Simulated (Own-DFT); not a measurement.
# Response to strain: wurtzite GaN, 72 atoms (Ga36N36)

Calculated results; nothing here was measured. The program, named Own-DFT, is a retired in-house plane-wave density functional code that no person has reviewed. Each row is one single-point run on a periodic cell that was not relaxed, without spin or spin-orbit coupling.

Settings of every run: PBE; PseudoDojo norm-conserving scalar-relativistic files (stringent for Ga); cutoff 96 hartree; 4 x 4 x 3 k mesh centred on Gamma; Gaussian smearing of 0.01 eV.

Known limits: forces not confirmed at this smearing and k mesh; stress not checked against mesh or cutoff.

Unstrained cell vectors in Å: (9.567, 0.000, 0.000); (-4.784, 8.285, 0.000); (0.000, 0.000, 10.370). The unstrained cell has measured lattice constants (interpolated for alloys), not those of this functional. That, the random moves and any unrelaxed bonds set the pressure at no strain. Each run strains this cell uniformly, with the atoms carried along. Every atom was also moved at random, by a Gaussian of width 0.05 Å on each axis. Strain is the symmetric tensor, in per cent. Stress is positive in tension, and the pressure is minus a third of its trace.

```
run,e_xx (%),e_yy (%),e_zz (%),s_xx (GPa),s_yy (GPa),s_zz (GPa),P (GPa),E (meV/atom)
1,-0.50,-0.50,0.00,-10.70,-8.65,-8.64,9.33,14.5
2,-3.00,-3.00,0.00,-24.60,-27.12,-12.30,21.34,79.4
3,-1.00,-1.00,0.00,-11.56,-13.65,-8.11,11.11,16.3
4,-1.25,-1.25,0.00,-15.25,-15.26,-7.75,12.76,40.3
5,-2.25,-2.25,0.00,-20.56,-21.54,-10.30,17.47,51.7
6,2.25,2.25,0.00,3.10,4.28,-4.67,-0.90,2.8
7,2.00,2.00,0.00,1.70,2.34,-4.40,0.12,8.3
8,1.00,1.00,0.00,-1.97,-1.73,-6.47,3.39,0.0
9,1.25,1.25,0.00,?,?,?,?,?
```

E is the free energy for each atom above the lowest run shown.

## Worked fit

The change of volume is close to e_xx + e_yy + e_zz. A straight line through the runs shown gives P = 7.97 - 208 x (fractional change of volume) GPa, with an error of 8 on the slope and a scatter of 0.78 GPa. The strain isn't the same on all axes and the cell isn't cubic, so the slope belongs to this path and is not the bulk modulus.

## Withheld run

Question: what pressure should run 9 give? Its volume changes by 2.52 %.

The line gives 2.7 GPa. The calculation gave 2.69 GPa.
